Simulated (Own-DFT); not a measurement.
# Strain and stress in hcp Hf, 36 atoms (Hf36)

These are calculations, not measurements. They come from Own-DFT, an in-house plane-wave density functional program, since retired, whose code no person has reviewed. Each row is one single-point run on a periodic cell that was not relaxed, without spin or spin-orbit coupling.

Settings of every run: PBE; PseudoDojo norm-conserving scalar-relativistic files; cutoff 42 hartree; 4 x 4 x 4 k mesh centred on Gamma; cold (Marzari-Vanderbilt) smearing of 0.2 eV.

Known limits: hafnium file: forces about 75 meV/angstrom off all-electron values; forces on such cells passed a denser k mesh, each cell not checked; stress not checked against mesh or cutoff.

Unstrained cell vectors in Å: (9.589, 0.000, 0.000); (-4.795, 8.304, 0.000); (0.000, 0.000, 10.102). The unstrained cell has measured lattice constants (interpolated for alloys), not those of this functional. That, the random moves and any unrelaxed bonds set the pressure at no strain. Each run strains this cell uniformly, with the atoms carried along. Every atom was also moved at random, by a Gaussian of width 0.05 Å on each axis. Strain is the symmetric tensor, in per cent. Stress is positive in tension, and the pressure is minus a third of its trace.

```
run,e_xx (%),e_yy (%),e_zz (%),e_yz (%),e_xz (%),e_xy (%),s_xx (GPa),s_yy (GPa),s_zz (GPa),s_yz (GPa),s_xz (GPa),s_xy (GPa),P (GPa),E (meV/atom)
1,0.67,1.92,-1.19,1.30,-1.49,0.45,0.22,2.10,-2.39,1.38,-1.62,0.60,0.02,9.7
2,1.54,0.79,0.29,1.76,-1.70,0.56,2.03,1.60,0.49,1.74,-1.70,0.69,-1.37,9.5
3,-1.05,-1.48,-0.97,1.69,-0.04,-1.89,-5.37,-6.02,-5.73,1.64,0.09,-2.66,5.71,31.9
4,1.91,-0.16,0.61,0.52,-1.19,1.33,2.65,-0.33,0.72,0.48,-1.19,1.75,-1.01,10.9
5,-1.52,-0.44,-1.62,1.01,-1.35,-1.41,-6.07,-4.72,-6.94,0.96,-1.45,-1.88,5.91,37.6
6,-0.95,-1.46,0.86,0.15,-1.43,-1.39,-3.74,-4.24,-1.59,0.05,-1.22,-2.51,3.19,19.2
7,0.98,0.18,1.86,-0.63,-1.75,1.87,2.00,0.33,2.20,-0.47,-1.50,2.61,-1.51,29.1
8,1.66,-0.15,0.78,1.92,1.47,-0.53,2.58,-0.22,0.89,2.03,1.46,-0.95,-1.08,7.3
9,1.04,-1.76,1.19,-0.71,-0.49,1.84,0.17,-3.19,0.14,-0.54,-0.41,2.74,0.96,13.8
10,1.15,-1.94,0.13,1.59,0.58,-0.41,-0.50,-4.45,-2.09,1.69,0.52,-0.46,2.35,21.9
11,0.17,1.69,1.90,0.57,-0.11,1.64,1.13,3.14,3.12,0.52,-0.11,2.00,-2.46,15.8
12,1.45,1.43,-1.76,0.96,-1.93,0.44,0.80,1.23,-3.39,0.96,-2.00,0.28,0.45,16.6
13,1.18,-1.04,0.12,0.12,-0.45,-0.88,0.38,-2.39,-1.15,0.16,-0.44,-1.29,1.05,0.0
14,-0.95,-1.17,-0.89,-1.53,0.52,-1.83,-4.49,-5.62,-5.38,-1.50,0.46,-2.73,5.16,34.1
15,-1.30,1.62,-1.26,-1.03,-1.50,0.80,-3.73,0.26,-4.11,-0.98,-1.54,0.92,2.52,11.5
16,-0.35,1.80,-0.15,1.29,-0.24,1.45,?,?,?,?,?,?,?,?
```

E is the free energy for each atom above the lowest run shown.

## Worked fit

Each stress component was fitted by least squares to a constant and the strains of the runs shown, as fractions, with shears doubled. Shear strains stay in the fit of a normal stress only where such slopes are resolved. The slopes, in GPa:

```
stress  at no strain  per e_xx  per e_yy  per e_zz  scatter
  s_xx          -1.5   196 ± 5    64 ± 4    73 ± 5     0.20
  s_yy          -1.5    74 ± 7   200 ± 6    64 ± 7     0.30
  s_zz          -1.9    79 ± 6    67 ± 5   199 ± 6     0.24
```

Each shear stress against twice its own strain: yz 49 ± 1, xz 47 ± 1, xy 79 ± 4 GPa. These are stiffnesses along x, y and z of the frame in which the cell vectors are given, which need not be the crystal's axes. The atoms are held to the strained lattice; where symmetry lets them move under strain, relaxing them would lower some slopes. The table should be nearly symmetric about its diagonal, and what it lacks of that shows the noise. A ninth of its sum, 113 ± 2 GPa, estimates the bulk modulus near the mean pressure of these runs, 1.3 GPa.

## Withheld run

Question: what normal stresses and pressure should run 16 give?

The fit gives s_xx = -1.1, s_yy = 1.7, s_zz = -1.3 and P = 0.2 GPa. The calculation gave -1.13, 1.88, -0.88 and P = 0.04 GPa.
